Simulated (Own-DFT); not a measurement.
# How strain changes the stress of 4H SiC, 32 atoms (C16Si16)

These are calculations, not measurements. The program, named Own-DFT, is a retired in-house plane-wave density functional code that no person has reviewed. Each row is one single-point run on a periodic cell that was not relaxed, without spin or spin-orbit coupling.

Settings of every run: PBE; PseudoDojo norm-conserving scalar-relativistic files; cutoff 42 hartree; 5 x 5 x 3 k mesh centred on Gamma; Fermi-Dirac smearing of 0.1 eV.

Known limits: forces on such cells passed a denser k mesh, each cell not checked; stress not checked against mesh or cutoff.

Unstrained cell vectors in Å: (6.165, 0.000, 0.000); (-3.083, 5.339, 0.000); (0.000, 0.000, 10.068). The unstrained cell has measured lattice constants (interpolated for alloys), not those of this functional. That, the random moves and any unrelaxed bonds set the pressure at no strain. Each run strains this cell uniformly, with the atoms carried along. Every atom was also moved at random, by a Gaussian of width 0.05 Å on each axis. Strain is the symmetric tensor, in per cent. Stress is positive in tension, and the pressure is minus a third of its trace.

```
run,e_xx (%),e_yy (%),e_zz (%),e_yz (%),e_xz (%),e_xy (%),s_xx (GPa),s_yy (GPa),s_zz (GPa),s_yz (GPa),s_xz (GPa),s_xy (GPa),P (GPa),E (meV/atom)
1,-1.15,1.25,-0.65,0.15,-1.63,-0.72,-13.63,0.86,-8.77,1.40,-5.09,-2.87,7.18,38.5
2,0.59,-1.16,0.75,0.15,0.93,1.19,-1.08,-11.97,-2.16,2.72,3.29,3.97,5.07,25.4
3,-0.64,-0.69,-0.59,0.29,1.02,0.85,-11.78,-8.86,-9.20,0.46,3.59,4.87,9.95,24.1
4,1.17,0.16,0.49,-1.47,-0.56,1.07,2.64,-5.25,-2.21,-4.74,-0.55,4.53,1.61,32.3
5,1.41,-1.05,1.83,1.18,-0.96,1.96,2.32,-8.30,1.51,2.21,-1.96,10.35,1.49,47.2
6,-0.42,0.65,-0.08,-1.29,1.04,-0.91,-4.46,-4.36,-5.86,-5.12,3.65,-2.51,4.89,15.6
7,1.72,1.86,-1.88,-0.66,-0.59,1.01,4.66,6.01,-16.92,-2.92,-0.96,6.24,2.08,24.6
8,-1.92,0.70,-0.95,-1.70,1.86,-1.57,-16.59,-4.96,-11.77,-5.97,6.21,-10.06,11.11,52.9
9,-1.39,-0.56,1.02,-0.23,0.21,0.20,-11.66,-9.31,-1.81,-1.33,-1.12,1.40,7.59,31.8
10,0.02,-1.51,-1.39,-1.79,1.90,-1.41,-5.46,-13.49,-17.42,-6.59,6.27,-6.98,12.12,30.5
11,-0.15,1.82,1.51,-1.39,-1.98,-1.86,-1.97,4.44,2.70,-4.70,-4.89,-7.16,-1.72,15.2
12,1.20,-0.04,1.94,1.48,-0.55,0.84,3.33,-4.53,6.05,4.63,-1.17,3.19,-1.62,0.0
13,-1.33,1.31,-1.67,1.20,-0.61,-1.35,-13.54,1.82,-17.32,4.22,-3.49,-3.52,9.68,43.8
14,-1.59,-0.02,0.12,1.03,0.53,1.72,-12.20,-4.22,-8.29,3.67,1.57,7.50,8.24,15.0
15,-0.79,-1.28,-1.18,-1.43,-1.61,1.23,-9.96,-12.37,-19.05,-3.93,-7.46,3.60,13.79,54.6
16,-0.32,1.81,-0.70,-1.34,0.66,-0.80,?,?,?,?,?,?,?,?
```

E is the free energy for each atom above the lowest run shown.

## Worked fit

Each stress component was fitted by least squares to a constant and the strains of the runs shown, as fractions, with shears doubled. Shear strains stay in the fit of a normal stress only where such slopes are resolved. The slopes, in GPa:

```
stress  at no strain  per e_xx  per e_yy  per e_zz  scatter
  s_xx          -4.7  563 ± 39   57 ± 39   86 ± 37     1.63
  s_yy          -5.3   63 ± 34  523 ± 34    7 ± 32     1.42
  s_zz          -7.1   28 ± 41  114 ± 42  622 ± 39     1.73
```

Each shear stress against twice its own strain: yz 165 ± 16, xz 179 ± 11, xy 208 ± 23 GPa. These are stiffnesses along x, y and z of the frame in which the cell vectors are given, which need not be the crystal's axes. The atoms are held to the strained lattice; where symmetry lets them move under strain, relaxing them would lower some slopes. The table should be nearly symmetric about its diagonal, and what it lacks of that shows the noise. A ninth of its sum, 229 ± 6 GPa, estimates the bulk modulus near the mean pressure of these runs, 6.1 GPa, so it lies above the value at zero pressure.

## Withheld run

Question: what normal stresses and pressure should run 16 give?

The fit gives s_xx = -6.1, s_yy = 3.9, s_zz = -9.5 and P = 3.9 GPa. The calculation gave -3.56, 3.24, -14.78 and P = 5.03 GPa.
